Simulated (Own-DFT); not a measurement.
## Calculated data, Al3GaN4 (wurtzite random alloy, atoms displaced)

A calculation, not a measurement: plane-wave PBE density functional theory by an unreviewed code, no spin, of a simulated periodic cell, stress positive in tension, free energy of the whole cell less one offset for each atom, forces on such cells passed a denser k mesh, this cell's mesh not checked; offsets are fitted by least squares, one for each functional and potential file, so energies compare only between cells with the same atoms and settings and are not formation energies; the far tail of each file's local potential was reset to the Coulomb form; each entry is a single point on an unrelaxed cell, so the pressure reflects the starting lattice, mostly measured values, from which strain is counted, and rises with the displacements; printed positions are rounded, which can move forces by about a meV/angstrom; the program is a retired in-house code; no spin-orbit coupling. Program: Own-DFT development build.

```xyz
72
Lattice="9.3938 0.0000 0.0000 -4.6969 8.1352 0.0000 0.0000 0.0000 10.0655" Properties=species:S:1:pos:R:3:force_x:R:1:force_y:R:1:force_z:R:1 formula=Al3GaN4 functional=PBE potential_files=PseudoDojo_norm-conserving,scalar-relativistic,standard_set_with_the_stringent_files_for_Ga wave_cutoff=96 occupations=Gaussian smearing_width=0.01 k_mesh=4_x_4_x_3_centred_on_Gamma free_energy_of_cell_above_offsets=-26.206 pressure=4.91 stress_xx=-5.1 stress_yy=-4.85 stress_zz=-4.78 stress_yz=0.18 stress_xz=-0.2 stress_xy=0.25
Al     0.0131     1.7964    10.0120     -0.292      0.487      0.907
Al     1.5588     0.8425     2.5481     -0.237      1.737     -0.797
N     -0.0586     1.8246     1.9174      2.158     -0.097     -0.447
N      1.5700     0.9430     4.3982     -0.491     -0.827      1.128
Al    -0.0416     1.7850     5.0167      0.936      0.544      0.454
Ga     1.5620     0.9376     7.5523      0.436     -1.264     -0.563
N      0.0208     1.8122     7.0056     -1.773      0.008      -1.68
N      1.5838     0.8506     9.4091     -0.069      0.842      2.426
Al    -1.5785     4.4837    10.0333      0.404      0.666      1.568
Al    -0.0070     3.5872     2.6050      0.213      0.356     -2.057
N     -1.5313     4.5048     1.9424     -0.572      0.334     -0.181
N      0.0017     3.6407     4.4217      0.634     -1.106      1.012
Ga    -1.5354     4.5265     5.0791     -1.083      0.031     -2.511
Ga    -0.0538     3.6614     7.5096      1.167      -0.46      0.941
N     -1.5815     4.5528     6.8858      0.255        0.5       1.91
N     -0.0155     3.6697     9.4660      0.512     -0.894       0.23
Al    -3.1279     7.2318     0.0215     -0.821     -0.423     -0.298
Al    -1.5916     6.3243     2.5280      0.787     -0.628     -0.124
N     -3.1094     7.2365     1.9358      -0.73     -0.441     -0.204
N     -1.5840     6.3646     4.4492      0.101      0.323      -0.52
Al    -3.1332     7.2446     5.0342     -0.268      0.172      0.257
Al    -1.5730     6.2884     7.5171      0.067      1.357      0.641
N     -3.1490     7.1860     6.9460      0.413        0.1     -0.442
N     -1.6211     6.3182     9.4888      0.524     -0.388     -0.926
Al     3.1343     1.8255     0.0114       0.03      -0.75      0.519
Al     4.6395     0.8548     2.5252      1.335      0.743      0.082
N      3.1536     1.7838     1.9777     -1.053     -0.875     -1.376
N      4.7020     0.8774     4.4733     -0.523     -0.219     -0.715
Al     3.1387     1.7733     5.0463     -0.058      0.845     -0.378
Al     4.6647     0.8944     7.5641      0.653      -0.08     -0.328
N      3.1230     1.8107     6.9453      0.988     -0.997     -0.628
N      4.7306     0.8877     9.4804     -1.132      0.102     -0.611
Al     1.5876     4.5283     0.0196     -0.362     -0.307      0.174
Ga     3.1546     3.6282     2.5185      0.147     -0.814      0.413
N      1.6036     4.4623     1.9368     -1.812      0.457     -0.774
N      3.1436     3.5797     4.4204     -0.011      0.643      1.702
Al     1.5702     4.5267     5.0017       0.55     -0.549      0.217
Ga     3.0834     3.5963     7.5561      1.247      0.256      0.366
N      1.5719     4.4679     6.9323     -0.638      1.976     -0.946
N      3.1316     3.5919     9.4951      0.207       0.27       0.69
Al    -0.0561     7.2151    10.0268      0.827     -0.237      0.516
Ga     1.5761     6.3305     2.4965     -0.417     -0.499     -0.191
N     -0.0232     7.2293     1.8989     -0.684      0.014     -0.287
N      1.5474     6.3238     4.4214     -0.874      -0.52      0.546
Al    -0.0152     7.2286     5.0156      0.317     -0.213       0.38
Al     1.5973     6.3173     7.5523     -0.358     -0.451      0.162
N      0.0453     7.1981     6.9307     -0.884      0.213      0.427
N      1.5694     6.3059     9.4697     -0.475      0.292     -0.117
Al     6.2237     1.8153    10.0473      0.756      0.033      1.095
Ga     7.7963     0.9195     2.5126     -0.318      -0.06     -0.091
N      6.2325     1.8558     1.9190      -1.13      -0.42     -0.025
N      7.8435     0.8666     4.4741     -0.816      1.468     -0.003
Al     6.2081     1.7733     5.0288      0.903      0.809     -0.387
Al     7.8326     0.9339     7.5430     -0.502     -0.639      0.512
N      6.2514     1.8355     6.8943      0.165     -1.775      0.758
N      7.7972     0.9022     9.5556      0.371      0.293     -1.733
Al     4.7464     4.5051     0.0090     -0.878      0.144      0.237
Al     6.2610     3.6315     2.5692      0.338     -0.177      -0.53
N      4.7108     4.5020     1.9585      1.125       1.39     -1.058
N      6.2146     3.6212     4.4412      0.338     -0.475      0.323
Al     4.7056     4.5794     5.0525      -0.47     -1.889      0.508
Ga     6.3324     3.5949     7.5224     -1.657      0.365      0.626
N      4.7069     4.4950     6.9965     -0.125      1.152     -0.963
N      6.2850     3.6163     9.4875     -0.237     -0.393     -0.095
Al     3.1127     7.2335    10.0457      0.131     -0.308      0.462
Al     4.7015     6.3384     2.5636     -0.214     -0.426     -0.709
N      3.1349     7.2295     1.9171      1.011      -0.41     -0.543
N      4.6959     6.3016     4.4650      0.825      0.785     -0.767
Ga     3.1057     7.2089     5.0130      0.187     -0.123      0.923
Al     4.7052     6.3300     7.5705     -0.456     -0.501     -0.108
N      3.1121     7.2308     6.9805      0.627      0.268      0.449
N      4.6551     6.2892     9.4582      0.735      0.656      0.554
```

Units: wave_cutoff in hartree; smearing_width, free_energy_of_cell_above_offsets in eV; pressure, stress_xx, stress_yy, stress_zz, stress_yz, stress_xz, stress_xy in GPa; force_x, force_y, force_z in eV/Å.
